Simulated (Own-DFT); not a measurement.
# Computed records: Si$_{12}$O$_{23}$ (quartz with two neutral oxygen vacancies, atoms displaced)

All values are calculated (Own-DFT development build). A calculation, not a measurement: plane-wave PBE and HSE06 DFT by an unreviewed code, no spin, of a simulated cell at Gamma alone, so results move with cell size and shape, stress positive in tension, energies less offsets, not probed for a lower state with spin; oxygen file: force components 24 meV/angstrom off all-electron in a glass; k mesh not checked against a denser one; forces and stress are PBE's, HSE06 gives the energy alone, and its difference from PBE has offsets of its own; offsets are fitted by least squares, one for each functional and potential file, so energies compare only between cells with the same atoms and settings and are not formation energies; the far tail of each file's local potential was reset to the Coulomb form; each entry is a single point on an unrelaxed cell, so the pressure reflects the starting lattice, mostly measured values (interpolated for alloys), from which strain is counted, and rises with the displacements; printed positions are rounded, which can move forces by about a meV/angstrom; the program, named Own-DFT, is a retired in-house code; no spin-orbit coupling.

Common to all runs: first functional PBE; second functional HSE06; exact exchange share 0.25; screening 0.11 1/bohr; exchange divergence Gygi-Baldereschi; potential files PseudoDojo norm-conserving, scalar-relativistic, made for PBE, standard set; wave cutoff 48 hartree; occupations fixed; k mesh 1 x 1 x 1 centred on Gamma.

(1) Si$_{12}$O$_{23}$ (quartz with two neutral oxygen vacancies, atoms displaced)

```
cell vectors (Å)
   9.8268     0.0000     0.0000
  -4.9134     8.5103     0.0000
   0.0000     0.0000    10.8104
atoms (fractions of the cell vectors)
Si  0.24313  0.00734  0.99699
Si  0.99938  0.23429  0.33537
Si  0.26940  0.27025  0.16532
O   0.20254  0.12615  0.06161
O   0.42323  0.29118  0.22544
O   0.06968  0.36222  0.44326
O   0.13498  0.21076  0.26991
O   0.29973  0.42936  0.10821
Si  0.23731  0.00242  0.50142
Si  0.00208  0.23738  0.83658
Si  0.26673  0.26689  0.66869
O   0.20678  0.12963  0.55906
O   0.42599  0.29274  0.72731
O   0.36273  0.07031  0.89322
O   0.07410  0.36490  0.94143
O   0.13605  0.20373  0.76909
O   0.28843  0.42716  0.60634
Si  0.23532  0.50152  0.00290
Si  0.99689  0.72856  0.32934
Si  0.26278  0.77024  0.17126
O   0.20565  0.63692  0.05430
O   0.42690  0.79228  0.22671
O   0.36815  0.57113  0.39513
O   0.13448  0.70667  0.27485
O   0.29141  0.92569  0.11238
Si  0.22892  0.50200  0.50207
Si  0.99184  0.73236  0.83459
Si  0.27370  0.76857  0.66359
O   0.20188  0.63286  0.56097
O   0.42598  0.79040  0.72637
O   0.36629  0.57332  0.88990
O   0.07398  0.86807  0.94294
O   0.13323  0.70418  0.77537
O   0.29587  0.93168  0.60717
Si  0.73542  0.00007  0.00486
Si  0.49437  0.23416  0.33177
Si  0.76326  0.26455  0.17039
O   0.71121  0.13875  0.06110
O   0.92480  0.29115  0.22502
O   0.86814  0.07419  0.39307
O   0.56561  0.36241  0.44168
O   0.63163  0.20482  0.27269
O   0.79345  0.42773  0.10867
Si  0.73942  0.00415  0.50050
Si  0.50515  0.23661  0.83231
Si  0.76842  0.26614  0.66916
O   0.70770  0.13108  0.55699
O   0.93104  0.30025  0.72714
O   0.86230  0.07077  0.89370
O   0.57252  0.36323  0.93767
O   0.62833  0.19997  0.77676
O   0.78906  0.41766  0.60821
Si  0.73758  0.50476  0.99983
Si  0.49540  0.73423  0.33257
Si  0.76327  0.75991  0.16458
O   0.70867  0.63804  0.05778
O   0.92354  0.79271  0.22352
O   0.86874  0.57289  0.38999
O   0.57455  0.86253  0.44130
O   0.64069  0.71480  0.27596
O   0.79413  0.92390  0.10947
Si  0.73490  0.49767  0.49581
Si  0.49585  0.73059  0.83298
Si  0.76277  0.76335  0.66257
O   0.70740  0.62912  0.56395
O   0.92532  0.79165  0.72948
O   0.86661  0.57474  0.89371
O   0.57232  0.86291  0.94277
O   0.62992  0.70257  0.77720
O   0.78828  0.92533  0.61110
```

It finds PBE energy of cell above offsets -21.182 eV; HSE06 less PBE above offsets 0.025 eV; PBE pressure 7.18 GPa; PBE stress xx -7.43 GPa; PBE stress yy -7.41 GPa; PBE stress zz -6.7 GPa; PBE stress yz 0.91 GPa; PBE stress xz 0.21 GPa; PBE stress xy 1.69 GPa.

Force:
```tsv
element	x (eV/Å)	y (eV/Å)	z (eV/Å)
Si	-2.089	-3.958	2.751
Si	0.638	0.57	-1.781
Si	-1.241	-2.947	-0.547
O	-0.892	2.416	1.069
O	1.244	1.098	-0.47
O	-0.458	0.604	0.331
O	-0.546	-0.141	0.689
O	-0.714	1.784	-1.07
Si	0.791	-1.305	-5.148
Si	0.518	-2.035	-1.569
Si	0.336	0.103	-2.542
O	-1.873	2.396	1.549
O	0.954	0.379	0.058
O	2.828	2.289	-3.082
O	0.158	0.833	1.134
O	-2.963	-0.548	2.618
O	0.592	-0.275	0.677
Si	0.495	0.551	-0.965
Si	-0.169	4.651	1.091
Si	2.359	-1.987	-2.258
O	-0.24	0.867	1.549
O	-1.219	0.415	-1.063
O	-0.88	-0.542	0.338
O	0.112	-1.342	0.682
O	-0.834	2.566	-1.501
Si	1.897	-0.865	-1.21
Si	4.24	2.528	0.286
Si	-3.808	-0.396	1.762
O	-0.698	0.597	-0.396
O	1.131	0.816	-0.28
O	-1.175	-2.48	1.553
O	-0.039	-0.427	-0.366
O	0.008	0.611	-0.798
O	1.426	-0.751	1.228
Si	-0.372	-0.743	-0.568
Si	-0.103	-3.367	2.207
Si	0.236	0.689	-1.243
O	-0.193	-0.863	-0.674
O	1.106	0.355	0.945
O	0.236	-0.956	0.038
O	0.707	1.708	0.596
O	-1.076	-0.298	1.231
O	-0.438	0.667	-0.263
Si	-0.133	-2.668	-0.783
Si	-2.701	-1.469	0.219
Si	-0.525	-3.019	0.182
O	-1.313	2.262	1.839
O	0.958	-0.21	0.689
O	0.734	1.008	-0.723
O	0.483	2.129	1.886
O	3.147	-0.157	-1.83
O	-1.47	2.905	-2.041
Si	-0.37	-2.101	0.388
Si	2.348	-0.207	0.798
Si	-1.247	1.856	1.4
O	-0.284	-1.823	-1.669
O	2.237	-0.194	0.875
O	-0.74	-2.49	0.988
O	0	0.936	0.619
O	-1.076	-0.921	0.545
O	-0.412	1.094	-0.44
Si	-0.288	-1.066	1.377
Si	1.14	2.013	0.761
Si	-0.071	0.067	3.474
O	0.2	-1.124	-1.626
O	-1.911	0.629	-1.997
O	-0.349	-1.901	0.402
O	-0.176	0.239	0.102
O	1.626	0.127	-1.547
O	0.199	0.82	-0.477
```

(2) Si$_{12}$O$_{23}$ (quartz with two neutral oxygen vacancies, atoms displaced)

```
cell vectors (Å)
   9.8268     0.0000     0.0000
  -4.9134     8.5103     0.0000
   0.0000     0.0000    10.8104
atoms (fractions of the cell vectors)
Si  0.23567  0.00737  0.99887
Si  0.00140  0.23863  0.33585
Si  0.27125  0.26885  0.16721
O   0.20105  0.13097  0.06322
O   0.42907  0.29225  0.22641
O   0.36907  0.07148  0.39310
O   0.07398  0.36524  0.44340
O   0.13197  0.20809  0.27401
O   0.28776  0.42592  0.10390
Si  0.23959  0.99646  0.49734
Si  0.99377  0.23083  0.83910
Si  0.26150  0.26534  0.66497
O   0.21307  0.13768  0.56028
O   0.43543  0.30039  0.72507
O   0.36458  0.06606  0.89630
O   0.07260  0.37086  0.93744
O   0.14110  0.21188  0.77340
O   0.29656  0.43085  0.60212
Si  0.23210  0.49501  0.00154
Si  0.99667  0.73339  0.33095
Si  0.26596  0.76496  0.16800
O   0.21073  0.63737  0.06055
O   0.43363  0.79292  0.22528
O   0.36626  0.57452  0.39598
O   0.07079  0.86426  0.44231
O   0.13576  0.71059  0.27242
O   0.29799  0.93643  0.10528
Si  0.23435  0.49924  0.49743
Si  0.00933  0.73794  0.83423
Si  0.26799  0.76835  0.66200
O   0.20724  0.63663  0.56256
O   0.43154  0.79730  0.72690
O   0.06916  0.86525  0.93895
O   0.12793  0.69798  0.77734
O   0.29132  0.92746  0.60717
Si  0.73353  0.00014  0.00199
Si  0.50226  0.23546  0.33222
Si  0.77122  0.27051  0.16521
O   0.70366  0.13047  0.06230
O   0.92374  0.29181  0.23384
O   0.86383  0.06630  0.39743
O   0.57085  0.36253  0.44046
O   0.63562  0.20903  0.27418
O   0.79807  0.42947  0.10544
Si  0.73229  0.00216  0.50294
Si  0.49814  0.23100  0.83380
Si  0.77475  0.27283  0.66518
O   0.70239  0.13306  0.56026
O   0.92509  0.28994  0.72688
O   0.87221  0.07903  0.89436
O   0.57131  0.36530  0.93743
O   0.63234  0.20426  0.77298
O   0.78966  0.42590  0.60717
Si  0.73057  0.50253  0.99975
Si  0.49968  0.73175  0.33431
Si  0.76076  0.75579  0.16478
O   0.71075  0.63666  0.06170
O   0.92763  0.79385  0.23029
O   0.86390  0.56830  0.39704
O   0.57458  0.86582  0.44179
O   0.62704  0.70272  0.27495
O   0.79993  0.93278  0.10571
Si  0.73002  0.49979  0.49804
Si  0.50042  0.73571  0.82665
Si  0.76266  0.76342  0.66336
O   0.71529  0.64122  0.55768
O   0.93072  0.79539  0.72859
O   0.87346  0.57909  0.89224
O   0.57131  0.86879  0.94058
O   0.78927  0.92750  0.60666
```

The calculation gives: PBE energy of cell above offsets -20.568 eV; HSE06 less PBE above offsets 0.085 eV; PBE pressure 7.31 GPa; PBE stress xx -5.92 GPa; PBE stress yy -7.14 GPa; PBE stress zz -8.87 GPa; PBE stress yz -1.47 GPa; PBE stress xz -1.83 GPa; PBE stress xy 1.58 GPa.

Force:
```tsv
element	x (eV/Å)	y (eV/Å)	z (eV/Å)
Si	-0.676	-3.265	0.71
Si	0.137	-3.248	1.067
Si	-2.087	-1.201	0.325
O	-0.747	1.408	0.245
O	-0.19	0.814	-0.684
O	0.674	0.278	-1.04
O	-1.021	-0.005	0.167
O	1.251	0.382	-0.611
O	2.447	-1.372	2.806
Si	-3.103	1.354	0.344
Si	3.191	3.783	-3.802
Si	2.825	1.735	0.017
O	0.57	-1.894	-1.72
O	-1.458	-0.446	-0.351
O	1.165	1.706	-2.079
O	-0.852	-0.435	0.305
O	-2.903	-0.557	2.371
O	0.615	-0.594	1.102
Si	-0.208	4.497	-3.658
Si	1.448	-0.675	2.827
Si	0.878	2.701	-1.227
O	-0.253	-1.03	-0.51
O	-1.598	0.18	-0.706
O	0.411	-0.326	-1.075
O	0.247	-0.127	-0.323
O	-0.621	-0.643	1.015
O	0.812	-1.816	1.45
Si	-0.712	1.291	1.87
Si	-3.152	-0.075	-0.442
Si	-0.325	-0.606	3.849
O	0.422	-2.093	-2.191
O	-2.873	1.112	-2.635
O	0.687	2.529	2.045
O	4.463	0.54	-2.945
O	0.806	0.289	0.905
Si	0.334	-0.501	-0.961
Si	0.349	-1.096	0.659
Si	-1.193	-1.742	0.63
O	-0.379	1.274	0.361
O	-0.204	0.994	-1.157
O	1.11	2.203	-1.52
O	-0.704	0.528	0.434
O	0.925	0.11	-0.718
O	-0.79	1.096	-0.607
Si	0.248	-0.443	-0.672
Si	0.086	-0.334	-1.516
Si	-3.05	-2.67	0.47
O	-0.525	1.216	0.446
O	2.005	0.487	0.707
O	-1.882	-4.499	2.431
O	-0.054	1.076	1.515
O	0.987	0.193	-0.332
O	-0.473	1.541	-0.702
Si	3.257	-1.051	-2.258
Si	-1.255	1.854	1.119
Si	-1.017	5.575	3.57
O	-0.812	-2.21	-2.421
O	-2.35	0.25	-2.198
O	1.199	1.197	-1.982
O	-0.894	-0.89	-0.425
O	3.247	-0.54	-1.741
O	1.01	-2.233	1.326
Si	0.695	-0.609	1.553
Si	3.041	-2.446	2.735
Si	-0.564	1.908	4.27
O	-0.443	-1.879	-2.007
O	-1.328	0.047	-1.012
O	-1.95	-2.295	1.935
O	0.185	-0.178	-0.419
O	0.922	-0.123	1.072
```

(3) Si$_{12}$O$_{23}$ (quartz with two neutral oxygen vacancies, atoms displaced)

```
cell vectors (Å)
   9.8268     0.0000     0.0000
  -4.9134     8.5103     0.0000
   0.0000     0.0000    10.8104
atoms (fractions of the cell vectors)
Si  0.23345  0.00016  0.00079
Si  0.00236  0.23782  0.33770
Si  0.26595  0.26447  0.16423
O   0.20798  0.13324  0.06156
O   0.42235  0.29100  0.21842
O   0.36677  0.07449  0.39163
O   0.07730  0.36553  0.44430
O   0.13662  0.20910  0.27417
O   0.29442  0.42654  0.10698
Si  0.23534  0.99434  0.49555
Si  0.00174  0.23597  0.83073
Si  0.27145  0.26255  0.66602
O   0.20688  0.13408  0.56244
O   0.43093  0.29013  0.72773
O   0.07487  0.36613  0.94477
O   0.13610  0.21003  0.77558
O   0.30400  0.43391  0.60687
Si  0.23038  0.49377  0.99500
Si  0.99279  0.72932  0.33549
Si  0.26470  0.77243  0.16678
O   0.20244  0.63214  0.05892
O   0.42834  0.79440  0.22449
O   0.37064  0.57533  0.39199
O   0.07052  0.85946  0.43958
O   0.13578  0.70657  0.27412
O   0.29750  0.92247  0.10550
Si  0.23234  0.49419  0.50436
Si  0.00347  0.73786  0.83488
Si  0.26662  0.76706  0.66073
O   0.21352  0.63581  0.56484
O   0.42876  0.79722  0.72471
O   0.36284  0.57636  0.89558
O   0.07964  0.86802  0.94387
O   0.13551  0.70583  0.77343
O   0.29862  0.92753  0.60789
Si  0.74112  0.00381  0.99975
Si  0.49890  0.23474  0.33578
Si  0.76754  0.26956  0.16691
O   0.70874  0.13159  0.05961
O   0.92379  0.29334  0.22696
O   0.86380  0.06686  0.39378
O   0.57114  0.35941  0.44083
O   0.63537  0.20834  0.27524
O   0.79456  0.42223  0.10665
Si  0.73470  0.00061  0.50174
Si  0.49930  0.23602  0.82969
Si  0.76477  0.26368  0.67063
O   0.70925  0.13310  0.56258
O   0.92733  0.29270  0.72541
O   0.86652  0.07089  0.88927
O   0.63279  0.20221  0.77609
O   0.79070  0.42761  0.61115
Si  0.73686  0.50033  0.00299
Si  0.49777  0.73477  0.33611
Si  0.76346  0.76652  0.16438
O   0.70114  0.63004  0.06160
O   0.92709  0.79553  0.22746
O   0.86393  0.57530  0.39579
O   0.57529  0.86516  0.44001
O   0.63938  0.71446  0.27193
O   0.79225  0.91743  0.10404
Si  0.73994  0.49654  0.49934
Si  0.50171  0.73610  0.83076
Si  0.76372  0.76053  0.66937
O   0.70771  0.63371  0.56010
O   0.93281  0.78924  0.72641
O   0.86705  0.56602  0.89505
O   0.57346  0.87025  0.94222
O   0.63216  0.70463  0.76928
O   0.79583  0.92429  0.60578
```

Questions
1. What PBE stress yy does the calculation give for Si$_{12}$O$_{23}$ (quartz with two neutral oxygen vacancies, atoms displaced) (entry 3)?

Calculated values
1. -8.98 GPa

Further results for Si$_{12}$O$_{23}$ (quartz with two neutral oxygen vacancies, atoms displaced) (entry 3):

- PBE energy of cell above offsets: -20.345 eV
- HSE06 less PBE above offsets: -0.020 eV
- PBE pressure: 7.89 GPa
- PBE stress xx: -6.91 GPa
- PBE stress zz: -7.77 GPa
- PBE stress yz: 0.54 GPa
- PBE stress xz: -1.15 GPa
- PBE stress xy: -0.09 GPa

Force:
```tsv
element	x (eV/Å)	y (eV/Å)	z (eV/Å)
Si	3.815	2.741	-0.687
Si	-0.374	-2.101	-2.12
Si	-2.272	0.809	0.216
O	-0.951	-0.909	-0.761
O	4.231	0.036	2.997
O	-0.253	-1.32	0.088
O	-1.534	-0.74	0.079
O	-0.861	-0.198	0.743
O	-0.455	0.548	-0.801
Si	-1.184	0.755	1.692
Si	-0.374	0.043	1.775
Si	-2.123	1.864	0.909
O	0.91	-2.292	-1.978
O	-2.35	1.58	-3.492
O	-2.758	-3.947	-2.669
O	1.767	0.118	-1.1
O	1.172	-1.828	1.549
Si	0.933	4.012	4.595
Si	1.923	1.707	-3.186
Si	3.183	-5.734	0.52
O	0.259	-0.082	0.22
O	-0.096	0.121	0.41
O	-1.652	-2.679	1.944
O	0.261	1.384	1.486
O	-1.94	-0.303	1.478
O	-2.141	5.056	-2.344
Si	1.921	3.486	-1.153
Si	1.273	-2.33	1.151
Si	0.481	-0.132	4.589
O	-0.087	-2.898	-2.931
O	0.442	0.114	0.013
O	1.723	0.875	-2.146
O	-2.086	-1.998	-1.052
O	0.249	0.291	-0.345
O	-1.294	2.352	-1.74
Si	-0.515	-1.704	0.077
Si	-0.091	0.296	-3.958
Si	-0.124	-3.595	0.288
O	-0.516	1.32	0.952
O	2.322	0.203	1.68
O	0.867	1.775	-0.882
O	0.422	2.195	1.868
O	-0.403	-0.105	0.146
O	-0.692	2.725	-0.511
Si	0.785	-1.345	-0.023
Si	1.999	-1.091	7.398
Si	-0.552	0.146	-0.643
O	-0.777	0.642	0.05
O	0.492	0.666	-0.104
O	0.642	0.469	-0.434
O	0.477	-0.53	-0.221
O	0.995	-0.703	0.636
Si	-1.847	-2.393	-2.087
Si	1.163	0.973	-2.782
Si	1.758	-2.542	1.785
O	0.185	-0.304	-0.389
O	0.268	-0.289	-0.079
O	0.911	-1.488	-0.967
O	-0.563	0.849	1.141
O	-1.566	-0.755	1.666
O	-1.212	4.378	-2.266
Si	-3.815	-0.022	1.728
Si	-1.26	0.595	1.619
Si	1.803	1.429	-1.675
O	0.693	-1.422	-0.919
O	-2.249	0.646	-1.295
O	1.064	2.044	-0.985
O	0.296	-0.746	-0.999
O	-0.822	-0.789	1.711
O	0.103	0.072	0.532
```
